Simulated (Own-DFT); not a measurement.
# A layer strained by its substrate: grey tin, 64 atoms (Sn64)

Source: density functional calculations with Own-DFT, an unreviewed in-house program that is no longer used. Nothing was measured or relaxed, and spin and spin-orbit coupling are left out.

Common settings: PBE; PseudoDojo norm-conserving scalar-relativistic files; cutoff 42 hartree; 3 x 3 x 3 k mesh centred on Gamma; cold (Marzari-Vanderbilt) smearing of 0.2 eV.

Keep in mind: forces on such cells moved up to 12 meV/angstrom on a denser k mesh; stress not checked against mesh or cutoff.

Unstrained cell vectors in Å: (12.978, 0.000, 0.000); (0.000, 12.978, 0.000); (0.000, 0.000, 12.978). The unstrained cell has measured lattice constants (interpolated for alloys), not those of this functional. That, the random moves and any unrelaxed bonds set the pressure at no strain. Each run strains x and y alike by e, as a substrate would, and holds the height along z. All atoms carry random offsets, Gaussian with a width of 0.05 Å per axis. Stress is positive in tension.

| e (%) | u (Å) | (s_xx + s_yy)/2 (GPa) | s_zz (GPa) |
|---|---|---|---|
| -2.50 | 0.050 | -6.89 | -6.08 |
| -2.50 | 0.054 | -6.84 | -6.11 |
| -2.00 | 0.053 | -6.18 | -5.63 |
| -2.00 | 0.049 | -6.09 | -5.50 |
| -1.50 | 0.051 | -5.39 | -4.90 |
| -1.50 | 0.049 | -5.47 | -5.02 |
| -1.00 | 0.053 | ? | ? |
| -0.50 | 0.044 | -4.10 | -3.99 |
| -0.50 | 0.048 | -4.23 | -4.07 |
| 0.25 | 0.050 | -3.38 | -3.43 |
| 0.25 | 0.049 | -3.31 | -3.42 |
| 0.75 | 0.043 | -2.71 | -2.94 |
| 0.75 | 0.051 | -2.84 | -3.02 |

## Worked fit

With e as a fraction, the in-plane stress is -3.6 + 112 e - 744 e² GPa (errors 3 and 169, scatter 0.06), and s_zz is -3.6 + 84 e - 657 e² GPa (slope ± 3, scatter 0.06). At e = 0 the first slope is C11 + C12 and the second 2 C12, both with the ions held to the strained lattice and at the cell's own pressure. The term in e² is negative: the layer stiffens under compression and softens under tension. A free layer would change its height as e changes, and the in-plane slope would drop by 2 C12²/C11 to the biaxial modulus. At fixed height, a misfit of 1 % moves the in-plane stress by about 1.1 GPa and s_zz by 0.8 GPa.

## Withheld run

Asked: what are the two stresses at e = -1.00 %?

From the fit: -4.8 and -4.5 GPa. The run itself gave -4.89 and -4.53 GPa.
